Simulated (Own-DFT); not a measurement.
# Response to strain: diamond-structure SiGeSn with randomly placed atoms, 64 atoms (Ge48Si8Sn8)

These are calculations, not measurements. They come from Own-DFT, an in-house plane-wave density functional program, since retired, whose code no person has reviewed. Each row is one single-point run on a periodic cell that was not relaxed, without spin or spin-orbit coupling.

Settings of every run: PBE; PseudoDojo norm-conserving scalar-relativistic files; cutoff 49 hartree; 3 x 3 x 3 k mesh centred on Gamma; Fermi-Dirac smearing of 0.1 eV.

Known limits: forces on such cells moved up to 12 meV/angstrom on a denser k mesh; stress not checked against mesh or cutoff.

Unstrained cell vectors in Å: (11.467, 0.000, 0.000); (0.000, 11.467, 0.000); (0.000, 0.000, 11.467). The unstrained cell has measured lattice constants (interpolated for alloys), not those of this functional. That, the random moves and any unrelaxed bonds set the pressure at no strain. Each run strains this cell uniformly, with the atoms carried along. Every atom was also moved at random, by a Gaussian of width 0.05 Å on each axis. The random placing of the alloy's atoms differs from row to row. Strain is the symmetric tensor, in per cent. Stress is positive in tension, and the pressure is minus a third of its trace.

```
run  e_xx (%)  e_yy (%)  e_zz (%)  s_xx (GPa)  s_yy (GPa)  s_zz (GPa)  P (GPa)  E (meV/atom)
  1     -3.00     -3.00      0.00      -10.99      -10.92       -8.82    10.24          96.1
  2     -2.00     -2.00      0.00       -8.87       -8.80       -7.57     8.42          78.2
  3     -1.75     -1.75      0.00       -8.66       -8.43       -7.38     8.16          85.5
  4     -2.75     -2.75      0.00      -10.81      -10.66       -8.77    10.08         110.5
  5      1.25      1.25      0.00       -2.73       -2.72       -3.48     2.98           9.0
  6      2.00      2.00      0.00       -2.16       -1.99       -3.49     2.55          47.8
  7     -0.75     -0.75      0.00       -6.52       -6.33       -6.07     6.30          58.6
  8      3.00      3.00      0.00       -0.23       -0.20       -1.90     0.78           0.0
  9     -1.00     -1.00      0.00           ?           ?           ?        ?             ?
```

E is the free energy for each atom above the lowest run shown.

## Worked fit

The change of volume is close to e_xx + e_yy + e_zz. A straight line through the runs shown gives P = 5.43 - 79 x (fractional change of volume) GPa, with an error of 3 on the slope and a scatter of 0.32 GPa. The strain isn't the same on all axes, but the crystal is cubic, so the slope still estimates the bulk modulus, averaged over pressures from 0.8 to 10.2 GPa.

## Withheld run

Question: what pressure should run 9 give? Its volume changes by -1.99 %.

The line gives 7.0 GPa. The calculation gave 6.69 GPa.
